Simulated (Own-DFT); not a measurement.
## Calculated data, In$_{31}$GaP$_{32}$ (zincblende with substituted atoms, atoms displaced)

Computed with Own-DFT development build. A calculation, not a measurement: plane-wave PBE density functional theory by an unreviewed code, no spin, of a simulated periodic cell, stress positive in tension, free energy of the whole cell less one offset for each atom, not probed for a lower state with spin; forces on such cells moved up to 12 meV/angstrom on a denser k mesh; offsets are fitted by least squares, one for each functional and potential file, so energies compare only between cells with the same atoms and settings and are not formation energies; the far tail of each file's local potential was reset to the Coulomb form; each entry is a single point on an unrelaxed cell, so the pressure reflects the starting lattice, mostly measured values (interpolated for alloys), from which strain is counted, and rises with the displacements; printed positions are rounded, which can move forces by about a meV/angstrom; the program, named Own-DFT, is a retired in-house code; no spin-orbit coupling; before rounding, a Quantum ESPRESSO 7.3.1 run of the same cell and cutoff gave forces within 1 meV/angstrom rms on each cell, which checks the program and not the settings.

Settings shared by all entries: functional PBE; potential files PseudoDojo norm-conserving, scalar-relativistic, standard set; wave cutoff 42 hartree; occupations Fermi-Dirac; smearing width 0.1 eV; k mesh 3 x 3 x 3 centred on Gamma.

```json
{"entry": 1, "formula": "In31GaP32", "kind": "zincblende with substituted atoms, atoms displaced", "structure": {"cell_angstrom": [[11.7374, 0.0, 0.0], [0.0, 11.7374, 0.0], [0.0, 0.0, 11.7374]], "atoms_fractional": [["In", 0.99648, 0.99934, 0.99439], ["In", 0.99942, 0.25406, 0.24338], ["In", 0.24944, 0.00911, 0.25772], ["In", 0.23519, 0.2544, 0.99416], ["P", 0.11958, 0.12435, 0.11937], ["P", 0.13072, 0.38859, 0.37404], ["P", 0.38051, 0.12518, 0.37721], ["P", 0.37518, 0.3645, 0.12096], ["In", 0.01009, 0.98253, 0.48484], ["In", 0.00789, 0.25315, 0.7494], ["In", 0.24026, 0.00382, 0.75616], ["In", 0.23681, 0.24571, 0.49337], ["P", 0.12626, 0.13181, 0.62021], ["P", 0.12939, 0.37668, 0.88908], ["P", 0.37628, 0.12611, 0.86534], ["P", 0.38239, 0.37599, 0.62896], ["Ga", 0.01197, 0.5059, 0.00861], ["In", 0.00168, 0.76322, 0.24581], ["In", 0.25049, 0.50477, 0.25018], ["In", 0.24148, 0.75502, 0.99537], ["P", 0.12026, 0.63468, 0.12972], ["P", 0.12177, 0.88226, 0.37104], ["P", 0.38348, 0.61572, 0.37024], ["P", 0.3792, 0.87579, 0.11894], ["In", 0.00119, 0.50244, 0.50516], ["In", 0.99886, 0.74683, 0.73987], ["In", 0.2408, 0.48821, 0.74743], ["In", 0.25624, 0.75827, 0.5017], ["P", 0.13958, 0.62769, 0.64335], ["P", 0.12844, 0.87209, 0.87805], ["P", 0.37673, 0.62359, 0.87801], ["P", 0.36659, 0.87237, 0.62487], ["In", 0.49302, 0.9976, 0.99834], ["In", 0.49327, 0.2516, 0.25226], ["In", 0.73722, 0.01189, 0.25765], ["In", 0.75691, 0.24866, 0.00544], ["P", 0.63066, 0.11358, 0.12471], ["P", 0.6129, 0.36357, 0.37282], ["P", 0.88369, 0.12647, 0.37839], ["P", 0.86662, 0.37595, 0.13488], ["In", 0.51428, 0.9937, 0.49943], ["In", 0.49484, 0.24673, 0.75362], ["In", 0.74961, 0.00116, 0.75275], ["In", 0.75844, 0.2439, 0.49982], ["P", 0.63074, 0.12809, 0.60707], ["P", 0.63216, 0.37719, 0.8796], ["P", 0.87741, 0.11583, 0.87583], ["P", 0.88191, 0.36956, 0.62672], ["In", 0.51091, 0.48633, 0.00024], ["In", 0.50718, 0.74886, 0.24244], ["In", 0.74762, 0.50178, 0.2608], ["In", 0.75182, 0.76025, 0.00821], ["P", 0.63017, 0.6217, 0.12239], ["P", 0.62375, 0.89153, 0.38356], ["P", 0.89057, 0.62435, 0.36876], ["P", 0.88221, 0.87351, 0.11865], ["In", 0.4959, 0.50321, 0.50554], ["In", 0.49214, 0.75223, 0.74537], ["In", 0.74589, 0.4979, 0.74953], ["In", 0.75661, 0.74867, 0.50576], ["P", 0.62523, 0.63854, 0.61972], ["P", 0.62081, 0.87513, 0.86425], ["P", 0.86971, 0.62487, 0.87602], ["P", 0.87488, 0.86279, 0.62493]]}, "results": {"free_energy_of_cell_above_offsets [eV]": "-28.960", "pressure [GPa]": 4.04, "stress_xx [GPa]": -3.97, "stress_yy [GPa]": -4.02, "stress_zz [GPa]": -4.14, "stress_yz [GPa]": 0.77, "stress_xz [GPa]": 0.0, "stress_xy [GPa]": 0.18, "force_element": ["In", "In", "In", "In", "P", "P", "P", "P", "In", "In", "In", "In", "P", "P", "P", "P", "Ga", "In", "In", "In", "P", "P", "P", "P", "In", "In", "In", "In", "P", "P", "P", "P", "In", "In", "In", "In", "P", "P", "P", "P", "In", "In", "In", "In", "P", "P", "P", "P", "In", "In", "In", "In", "P", "P", "P", "P", "In", "In", "In", "In", "P", "P", "P", "P"], "force_x [eV/angstrom]": [0.827, 0.368, 0.549, 2.432, 0.338, -0.885, -0.423, -0.579, -2.82, -0.324, 0.439, 1.745, -0.825, -2.576, -0.939, -1.205, -1.278, -0.305, 0.49, 1.598, 0.483, 2.825, -0.504, -1.218, 0.645, 0.088, 1.84, -0.663, -0.95, -1.566, -0.185, 1.01, 0.842, 0.199, 2.207, -0.222, -1.545, 1.57, 0.184, 1.172, -3.236, 1.638, -0.194, 0.151, -0.557, 0.148, -0.153, -0.76, -1.401, -0.129, -0.399, -0.638, 0.136, 1.922, -1.007, -0.916, 0.931, -0.061, 0.428, -0.142, -0.385, 0.097, 1.104, 0.587], "force_y [eV/angstrom]": [-0.5, 0.063, -0.113, -2.103, -0.131, -1.08, -0.243, 0.822, 2.571, -0.371, -0.101, 1.026, -1.553, 1.915, -0.387, -0.523, 0.054, -0.626, -0.088, -1.164, -1.064, -2.445, 1.652, -0.333, 0.344, -0.365, -0.069, -1.608, 0.376, 0.759, -0.561, 1.887, 0.473, -1.072, -0.801, -0.391, 1.714, 1.343, -0.518, 0.907, 1.511, 0.608, -0.019, 1.162, -0.286, -1.646, 1.583, 0.731, 1.266, 0.319, -0.126, -0.832, 0.097, -3.777, 0.486, 1.326, -0.33, -0.52, 0.559, -0.204, -1.496, -0.019, -0.304, 2.211], "force_z [eV/angstrom]": [0.366, 0.691, -1.201, 1.455, 0.419, 0.054, 0.705, -0.136, 3.207, 0.852, -0.775, -0.349, 0.501, -1.439, 1.488, -0.371, -0.179, 0.292, -1.036, 0.806, -0.75, -1.551, 0.086, 1.116, 0.443, 1.693, 1.049, -1.229, -2.282, -1.171, 0.036, 0.466, -0.69, -1.094, 0.433, -0.238, -1.214, 1.259, -0.605, -1.051, 2.003, -0.82, -1.042, -0.733, 2.536, -0.893, -0.691, -0.076, 0.486, 0.574, 0.136, -1.254, 0.186, -2.224, 0.605, 1.09, -0.07, 0.474, -0.509, -1.939, 0.571, 0.987, 0.562, -0.013]}}
{"entry": 2, "formula": "In31GaP32", "kind": "zincblende with substituted atoms, atoms displaced", "structure": {"cell_angstrom": [[11.7374, 0.0, 0.0], [0.0, 11.7374, 0.0], [0.0, 0.0, 11.7374]], "atoms_fractional": [["In", 0.9889, 0.99756, 0.99205], ["In", 0.99491, 0.24527, 0.24933], ["In", 0.24922, 0.00107, 0.24975], ["In", 0.24796, 0.25129, 0.99391], ["P", 0.12994, 0.125, 0.11878], ["P", 0.1232, 0.3771, 0.3942], ["P", 0.37582, 0.12349, 0.36513], ["P", 0.37645, 0.37382, 0.1285], ["In", 0.00767, 0.00659, 0.48574], ["In", 0.00865, 0.25003, 0.73866], ["In", 0.25967, 0.00416, 0.74718], ["In", 0.25086, 0.23634, 0.50989], ["P", 0.13336, 0.1225, 0.62824], ["P", 0.12207, 0.38373, 0.87821], ["P", 0.36902, 0.11792, 0.87497], ["P", 0.37183, 0.37854, 0.62015], ["In", 0.00486, 0.5061, 0.99965], ["In", 0.99846, 0.74681, 0.25567], ["In", 0.24998, 0.50839, 0.25624], ["In", 0.25409, 0.74807, 0.00249], ["P", 0.12179, 0.62642, 0.12362], ["P", 0.127, 0.87512, 0.3795], ["P", 0.37818, 0.61773, 0.38123], ["P", 0.38405, 0.87508, 0.1236], ["In", 0.99682, 0.49796, 0.49705], ["In", 0.00255, 0.7467, 0.75177], ["In", 0.24657, 0.49675, 0.7489], ["In", 0.258, 0.74937, 0.49543], ["P", 0.13088, 0.62058, 0.62721], ["P", 0.12956, 0.88805, 0.88417], ["P", 0.36806, 0.61699, 0.86496], ["P", 0.37949, 0.88422, 0.62495], ["In", 0.49495, 0.0068, 0.00064], ["In", 0.50216, 0.2551, 0.25293], ["In", 0.75984, 0.98925, 0.25766], ["In", 0.75768, 0.24445, 0.00633], ["P", 0.63068, 0.12398, 0.13054], ["P", 0.62654, 0.37818, 0.37751], ["P", 0.86296, 0.1242, 0.36806], ["P", 0.86821, 0.36932, 0.12593], ["Ga", 0.49354, 0.99773, 0.49646], ["In", 0.50009, 0.24858, 0.73773], ["In", 0.74924, 0.01304, 0.74995], ["In", 0.74535, 0.24432, 0.49151], ["P", 0.63447, 0.12541, 0.63673], ["P", 0.63204, 0.3738, 0.88336], ["P", 0.89131, 0.117, 0.87471], ["P", 0.86795, 0.37744, 0.62132], ["In", 0.49688, 0.49955, 0.99901], ["In", 0.49291, 0.74868, 0.24698], ["In", 0.74833, 0.51506, 0.24957], ["In", 0.7563, 0.75006, 0.00354], ["P", 0.61808, 0.61861, 0.11953], ["P", 0.62209, 0.87635, 0.38172], ["P", 0.86983, 0.62216, 0.37156], ["P", 0.87191, 0.88015, 0.12782], ["In", 0.50145, 0.50058, 0.50911], ["In", 0.49028, 0.73906, 0.74401], ["In", 0.74747, 0.49397, 0.74501], ["In", 0.74754, 0.74892, 0.4925], ["P", 0.62931, 0.63224, 0.62226], ["P", 0.61795, 0.87847, 0.88889], ["P", 0.88669, 0.62817, 0.8784], ["P", 0.8753, 0.87511, 0.62356]]}, "results": {"free_energy_of_cell_above_offsets [eV]": "-30.976", "pressure [GPa]": 3.55, "stress_xx [GPa]": -3.56, "stress_yy [GPa]": -3.62, "stress_zz [GPa]": -3.49, "stress_yz [GPa]": 0.06, "stress_xz [GPa]": -0.12, "stress_xy [GPa]": 0.67, "force_element": ["In", "In", "In", "In", "P", "P", "P", "P", "In", "In", "In", "In", "P", "P", "P", "P", "In", "In", "In", "In", "P", "P", "P", "P", "In", "In", "In", "In", "P", "P", "P", "P", "In", "In", "In", "In", "P", "P", "P", "P", "Ga", "In", "In", "In", "P", "P", "P", "P", "In", "In", "In", "In", "P", "P", "P", "P", "In", "In", "In", "In", "P", "P", "P", "P"], "force_x [eV/angstrom]": [1.693, 0.892, -0.106, 0.269, -0.96, 0.777, 0.574, -0.713, -1.133, -0.704, -1.045, 0.819, -1.09, 0.168, 0.967, 0.015, -0.973, 0.1, -0.577, -0.107, 0.646, 0.362, 0.351, -1.267, -0.385, 0.699, -0.135, -0.329, -0.651, 0.414, 0.431, 0.382, 0.78, 0.517, -2.002, -0.339, -0.371, -0.165, 1.63, 1.043, 0.544, -0.228, 1.074, -0.129, -1.88, -0.61, -1.866, 0.658, -0.283, 0.877, -0.601, -0.733, 0.488, -0.949, 0.87, 1.049, 0.664, 0.873, -0.049, 0.619, -0.199, 0.648, -1.507, 0.194], "force_y [eV/angstrom]": [-0.864, 0.572, -0.603, 0.343, -0.234, -1.186, -0.234, 0.316, 0.067, 0.677, -0.988, 1.135, -0.806, -1.12, 1.748, -0.716, -0.893, 0.606, -1.132, 0.429, 0.284, -0.509, 0.757, 0.146, 0.808, 1.088, -0.605, 0.145, 0.78, -1.373, 0.482, -0.535, 0.259, -0.188, 0.162, -0.64, -0.31, 0.459, 0.241, 1.579, 0.395, 0.558, -2.421, 0.47, 0.38, -0.348, 2.471, -0.942, -0.592, -0.308, -1.789, -0.092, 1.216, 0.333, 0.588, -1.119, -0.142, 1.208, 0.808, 0.607, -0.719, -0.641, -0.365, 0.303], "force_z [eV/angstrom]": [2.125, 0.006, -0.679, 0.281, 0.437, -1.838, 1.657, -0.257, 1.264, 0.82, 0.362, -1.418, -0.183, -0.637, -0.008, 0.484, 0.705, -0.465, -0.292, -0.387, 0.794, -0.863, -0.411, 0.182, 0.953, -0.283, -0.207, 0.883, -0.834, -1.01, 1.202, -0.992, 0.525, -0.331, -0.394, -0.948, 0.153, -0.106, 0.808, 0.489, 0.059, 1.416, 1.508, 0.913, -2.806, -0.726, -1.571, -0.321, -0.533, 0.624, -0.778, -0.317, 0.395, -0.326, 0.779, -0.162, -0.342, 0.604, 1.017, 0.618, 0.462, -1.508, -0.371, -0.22]}}
{"entry": 3, "formula": "In31GaP32", "kind": "zincblende with substituted atoms, atoms displaced", "structure": {"cell_angstrom": [[11.7374, 0.0, 0.0], [0.0, 11.7374, 0.0], [0.0, 0.0, 11.7374]], "atoms_fractional": [["In", 0.98905, 0.00646, 0.00186], ["In", 0.99212, 0.24976, 0.2443], ["In", 0.25244, 0.98678, 0.24767], ["In", 0.24402, 0.25718, 0.99507], ["P", 0.12391, 0.12528, 0.12302], ["P", 0.11519, 0.3642, 0.37218], ["P", 0.36335, 0.12327, 0.38217], ["P", 0.38014, 0.37561, 0.11479], ["In", 0.99407, 0.01303, 0.50628], ["In", 0.9919, 0.25006, 0.75028], ["In", 0.24304, 0.00747, 0.75223], ["In", 0.24839, 0.24361, 0.49467], ["P", 0.12182, 0.11787, 0.62015], ["P", 0.12418, 0.36845, 0.87808], ["P", 0.37317, 0.12263, 0.87832], ["P", 0.37397, 0.38595, 0.62621], ["In", 0.008, 0.50803, 0.9911], ["In", 0.00443, 0.74757, 0.24098], ["In", 0.24918, 0.49748, 0.2538], ["In", 0.24505, 0.74456, 0.01025], ["P", 0.11082, 0.62319, 0.1196], ["P", 0.12407, 0.87219, 0.38342], ["P", 0.39302, 0.61489, 0.38548], ["P", 0.37978, 0.87403, 0.11589], ["In", 0.98927, 0.5008, 0.49931], ["In", 0.00552, 0.74483, 0.7466], ["In", 0.24813, 0.50717, 0.75457], ["In", 0.23578, 0.74713, 0.50041], ["P", 0.11804, 0.63493, 0.62261], ["P", 0.1101, 0.86529, 0.87779], ["P", 0.38025, 0.61877, 0.87721], ["P", 0.37563, 0.8841, 0.63437], ["In", 0.49997, 0.9952, 0.00099], ["In", 0.495, 0.24937, 0.24625], ["In", 0.75121, 0.00912, 0.24943], ["In", 0.75318, 0.25604, 0.98818], ["P", 0.62948, 0.12486, 0.13483], ["P", 0.62983, 0.36903, 0.37127], ["P", 0.8803, 0.12723, 0.39019], ["P", 0.87381, 0.37883, 0.11601], ["In", 0.49864, 0.99268, 0.49759], ["In", 0.48713, 0.2524, 0.7504], ["In", 0.76378, 0.99993, 0.75229], ["In", 0.74269, 0.25171, 0.49551], ["P", 0.63037, 0.12179, 0.60945], ["P", 0.62876, 0.37272, 0.87679], ["P", 0.87298, 0.11727, 0.88152], ["P", 0.87129, 0.36117, 0.62921], ["Ga", 0.49796, 0.48253, 0.00216], ["In", 0.50322, 0.7476, 0.24359], ["In", 0.74827, 0.48742, 0.26034], ["In", 0.76209, 0.75654, 0.00452], ["P", 0.64476, 0.62827, 0.12029], ["P", 0.62821, 0.8663, 0.38439], ["P", 0.88242, 0.633, 0.36904], ["P", 0.86252, 0.87433, 0.13391], ["In", 0.50121, 0.50593, 0.51341], ["In", 0.50491, 0.74317, 0.74551], ["In", 0.74944, 0.5074, 0.74414], ["In", 0.74148, 0.75104, 0.50069], ["P", 0.62165, 0.63166, 0.61993], ["P", 0.61726, 0.8781, 0.87569], ["P", 0.86743, 0.61799, 0.87381], ["P", 0.87434, 0.87454, 0.63116]]}, "results": {"free_energy_of_cell_above_offsets [eV]": "-29.383", "pressure [GPa]": 3.88, "stress_xx [GPa]": -3.75, "stress_yy [GPa]": -3.83, "stress_zz [GPa]": -4.06, "stress_yz [GPa]": 0.33, "stress_xz [GPa]": -0.79, "stress_xy [GPa]": 0.53, "force_element": ["In", "In", "In", "In", "P", "P", "P", "P", "In", "In", "In", "In", "P", "P", "P", "P", "In", "In", "In", "In", "P", "P", "P", "P", "In", "In", "In", "In", "P", "P", "P", "P", "In", "In", "In", "In", "P", "P", "P", "P", "In", "In", "In", "In", "P", "P", "P", "P", "Ga", "In", "In", "In", "P", "P", "P", "P", "In", "In", "In", "In", "P", "P", "P", "P"], "force_x [eV/angstrom]": [1.137, -0.199, -0.435, 0.98, 0.262, 0.561, 1.605, -0.623, 0.121, 1.023, -0.083, -0.69, 0.58, -0.729, -0.24, -0.917, -1.365, -0.413, 0.147, 0.322, 2.083, -0.884, -2.302, -0.68, 0.442, -1.793, -0.467, 2.534, 0.43, 1.176, 0.36, -0.539, 0.6, -0.176, 0.201, 0.008, -0.79, -1.95, -1.118, 0.328, -0.074, 1.191, -2.022, 0.65, -0.784, -1.611, -0.161, -0.634, 1.191, 0.584, 1.089, -1.123, -1.874, -1.015, -1.262, 1.831, 0.899, -1.064, -0.471, 2.193, 1.151, 1.45, 0.947, 0.405], "force_y [eV/angstrom]": [-1.513, -0.392, 0.642, -1.353, -0.305, 1.056, -0.882, 0.195, -2.546, -1.033, -1.028, 1.361, 1.678, 1.16, 0.336, -1.069, -1.344, 1.365, -0.011, 0.199, -0.249, 0.72, 1.583, -0.7, -0.387, 0.398, -0.138, 0.276, -2.522, 1.139, -0.091, -1.152, 1.255, -0.36, -0.67, -0.779, 0.638, 0.311, 0.711, 0.077, 0.334, -0.395, -0.071, -0.253, -0.187, 1.019, 1.581, 1.747, 1.432, -0.416, 1.664, -0.279, -1.527, 1.48, -0.716, 0.851, -1.786, 1.143, -0.981, -0.316, -0.766, -0.602, 1.087, -0.619], "force_z [eV/angstrom]": [1.076, -0.253, 0.175, 0.886, 0.254, 0.406, -1.589, 0.68, 0.048, 0.566, 0.611, 1.127, 1.259, -1.48, 0.219, -0.088, -0.495, 0.91, 0.133, -1.224, 1.018, -1.271, -1.764, 1.102, 0.138, 0.776, -0.305, 0.061, -0.017, 0.692, 1.028, -0.407, -0.026, 0.591, 1.881, 1.334, -1.654, 0.8, -2.251, 0.313, 0.089, -0.327, -0.341, 0.312, 1.853, -0.767, -0.875, -0.754, -0.708, 0.23, -1.338, -1.621, 0.399, -2.085, 0.677, 0.182, -0.538, 0.994, -0.128, 0.29, 0.669, -0.492, -0.067, -0.913]}}
{"entry": 4, "formula": "In31GaP32", "kind": "zincblende with substituted atoms, atoms displaced", "structure": {"cell_angstrom": [[11.7374, 0.0, 0.0], [0.0, 11.7374, 0.0], [0.0, 0.0, 11.7374]], "atoms_fractional": [["In", 0.00468, 0.99545, 0.00752], ["In", 0.00442, 0.25365, 0.24919], ["In", 0.24896, 0.01505, 0.24843], ["In", 0.23655, 0.24169, 0.98534], ["P", 0.13706, 0.12865, 0.12222], ["P", 0.13536, 0.38204, 0.37265], ["P", 0.36772, 0.1232, 0.38572], ["P", 0.36933, 0.3787, 0.13119], ["In", 0.00497, 0.98405, 0.51351], ["In", 0.99467, 0.239, 0.75242], ["In", 0.25367, 0.99813, 0.75318], ["In", 0.25271, 0.24626, 0.50486], ["P", 0.12449, 0.1185, 0.62629], ["P", 0.13513, 0.37481, 0.87916], ["P", 0.3654, 0.1222, 0.87498], ["P", 0.38061, 0.36858, 0.6144], ["In", 0.00516, 0.49588, 0.00998], ["In", 0.99101, 0.74544, 0.25708], ["In", 0.24195, 0.50583, 0.25235], ["In", 0.23987, 0.75093, 0.01021], ["P", 0.12032, 0.62185, 0.12248], ["P", 0.13352, 0.88223, 0.37006], ["P", 0.36707, 0.61993, 0.3787], ["P", 0.37591, 0.87046, 0.11579], ["In", 0.98324, 0.49646, 0.49237], ["In", 0.99071, 0.75747, 0.7374], ["In", 0.25376, 0.50719, 0.7469], ["In", 0.24307, 0.75281, 0.50569], ["P", 0.12714, 0.6209, 0.63224], ["P", 0.12691, 0.87506, 0.87272], ["P", 0.36012, 0.62812, 0.88013], ["P", 0.37274, 0.86807, 0.61029], ["In", 0.50493, 0.99695, 0.00675], ["In", 0.50449, 0.25403, 0.24934], ["In", 0.74866, 0.00393, 0.24336], ["In", 0.74984, 0.24735, 0.00753], ["P", 0.62848, 0.12483, 0.11805], ["P", 0.62696, 0.36874, 0.37257], ["P", 0.87308, 0.11944, 0.36285], ["P", 0.88165, 0.36888, 0.12321], ["In", 0.50404, 0.00139, 0.50463], ["In", 0.50037, 0.24179, 0.75627], ["In", 0.76523, 0.01301, 0.74931], ["In", 0.74288, 0.24741, 0.49393], ["P", 0.63109, 0.1335, 0.62124], ["P", 0.61279, 0.36541, 0.88191], ["P", 0.85309, 0.11534, 0.86776], ["P", 0.87501, 0.36876, 0.62258], ["In", 0.50564, 0.49255, 0.00551], ["In", 0.49975, 0.75175, 0.26151], ["In", 0.75871, 0.50135, 0.24482], ["Ga", 0.74522, 0.75448, 0.99617], ["P", 0.62416, 0.63707, 0.12556], ["P", 0.62976, 0.87235, 0.36788], ["P", 0.88142, 0.62425, 0.37553], ["P", 0.8806, 0.87628, 0.13249], ["In", 0.50941, 0.49223, 0.50273], ["In", 0.50005, 0.74332, 0.73883], ["In", 0.75159, 0.50682, 0.75269], ["In", 0.7504, 0.75006, 0.50126], ["P", 0.62019, 0.60945, 0.62965], ["P", 0.63666, 0.8682, 0.88073], ["P", 0.87233, 0.63449, 0.87288], ["P", 0.88257, 0.86911, 0.61872]]}, "results": {"free_energy_of_cell_above_offsets [eV]": "-28.810", "pressure [GPa]": 4.06, "stress_xx [GPa]": -3.79, "stress_yy [GPa]": -4.21, "stress_zz [GPa]": -4.18, "stress_yz [GPa]": 0.2, "stress_xz [GPa]": -1.03, "stress_xy [GPa]": -1.09, "force_element": ["In", "In", "In", "In", "P", "P", "P", "P", "In", "In", "In", "In", "P", "P", "P", "P", "In", "In", "In", "In", "P", "P", "P", "P", "In", "In", "In", "In", "P", "P", "P", "P", "In", "In", "In", "In", "P", "P", "P", "P", "In", "In", "In", "In", "P", "P", "P", "P", "In", "In", "In", "Ga", "P", "P", "P", "P", "In", "In", "In", "In", "P", "P", "P", "P"], "force_x [eV/angstrom]": [-0.091, 0.581, 1.155, 1.794, -1.971, -1.551, 1.528, -0.03, 0.78, 0.367, -0.053, -1.058, 0.047, -1.885, 1.703, -0.119, -0.555, 1.736, 1.004, 0.158, -0.204, -0.868, 0.903, -0.066, 2.162, 1.953, 0.596, -0.539, -1.536, -0.725, 1.707, 1.001, -0.334, -1.156, -0.033, 0.144, -0.908, 0.486, 0.833, -0.597, 0.143, -0.697, -3.767, 1.671, -0.687, 1.725, 4.565, -0.547, -1.122, -1.147, -0.836, 0.87, 0.886, 0.147, -1.879, -1.119, -1.022, -0.638, 0.236, -0.602, 0.854, -0.645, 0.066, -2.818], "force_y [eV/angstrom]": [0.328, -0.507, -1.408, 0.56, 0.059, -1.192, 0.002, -0.682, 1.623, 0.568, -0.733, 0.426, 0.354, 0.919, -0.396, 0.323, 0.015, 1.028, 0.238, 0.1, 0.832, -0.805, 0.481, 0.519, -0.779, -1.627, -1.323, -1.071, 0.446, -0.218, -0.037, 1.095, -0.228, -0.651, -0.547, 0.638, -0.035, 1.289, 0.447, 0.278, -0.2, 0.132, -4.427, 0.062, -1.371, 0.535, 3.76, 0.081, 1.15, -0.555, 0.075, -0.523, -0.473, 0.835, 0.15, -0.766, -0.006, 0.499, -1.434, -0.621, 1.392, 0.623, -0.089, 0.841], "force_z [eV/angstrom]": [-0.644, 0.61, 0.045, 1.269, 0.069, 1.136, -1.029, -0.606, -2.333, 0.323, -0.871, -0.118, 0.223, -1.599, 0.242, 1.679, -1.768, -0.698, -0.79, -0.922, 1.222, 0.086, 0.479, 1.649, 1.153, 2.078, 0.123, -1.085, -1.243, -0.013, 0.102, 1.74, -1.204, -0.239, -0.046, -1.133, 1.13, -0.469, 1.53, -0.013, -0.495, -0.659, -4.066, -0.476, 0.929, -0.439, 4.88, 0.402, 0.305, -0.662, -0.102, 0.785, -0.495, 1.064, 0.128, -1.111, -1.27, 1.36, 0.618, -0.146, -0.681, -1.203, 1.194, 0.074]}}
```
